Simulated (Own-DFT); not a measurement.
# What random displacements cost in 3C SiC, 64 atoms (C32Si32)

These are calculations, not measurements. The program, named Own-DFT, is a retired in-house plane-wave density functional code that no person has reviewed. Each row is one single-point run on a periodic cell that was not relaxed, without spin or spin-orbit coupling.

Settings of every run: PBE; PseudoDojo norm-conserving scalar-relativistic files; cutoff 42 hartree; 4 x 4 x 4 k mesh centred on Gamma; Fermi-Dirac smearing of 0.1 eV.

Known limits, some of them of some rows only: some atoms lie very close together; forces on such cells passed a denser k mesh, each cell not checked; stress not checked against mesh or cutoff.

Cell vectors in Å: (8.719, 0.000, 0.000); (0.000, 8.719, 0.000); (0.000, 0.000, 8.719). In each run every atom was moved at random and independently from its ideal site; u is the rms move along one axis. E is the free energy for each atom above the fitted value at u = 0, and F the rms of the force components.

```
run   u (Å)  E (meV/atom)  F (eV/Å)  largest force (eV/Å)  P (GPa)
  1  0.0276          30.7     0.792                  2.92     3.64
  2  0.0310          37.3     0.851                  2.55     3.78
  3  0.0313          35.8     0.826                  2.85     3.69
  4  0.0584         134.6     1.805                  8.21     6.25
  5  0.0613         139.9     1.748                  5.77     6.26
  6  0.0663         177.6     2.138                  9.78     7.37
  7  0.0957             ?         ?                     ?        ?
  8  0.1007         380.0     3.381                 19.25    11.45
  9  0.1028         416.2     3.261                 11.25    14.07
 10  0.1405         725.8     4.882                 31.92    19.55
```

## Worked fit

For small independent moves the energy grows as E = (3/2) K u², with K the mean stiffness felt by one atom. The runs with u up to 0.11 Å give K = 25.8 ± 0.5 eV/Å², with residuals divided by u² + 0.0006 Å², since the noise grows with the moves. The scatter is 3.8 meV/atom at u = 0.05 Å. The forces follow F = G u with G = 30.0 eV/Å²; no force at u = 0 is resolved. G exceeds K because the moves of its neighbours add to the force on an atom, and stiffness differs between atoms. At u = 0.140 Å the parabola gives 764 meV/atom and the run 726. The pressure follows P = 2.86 + 962 u² GPa: at fixed volume, shortened bonds push harder than stretched ones pull.

## Withheld run

Question: what energy and rms force should run 7 give?

The fit gives 354 ± 14 meV/atom and about 2.87 eV/Å. The calculation gave 338.8 meV/atom and 2.841 eV/Å.
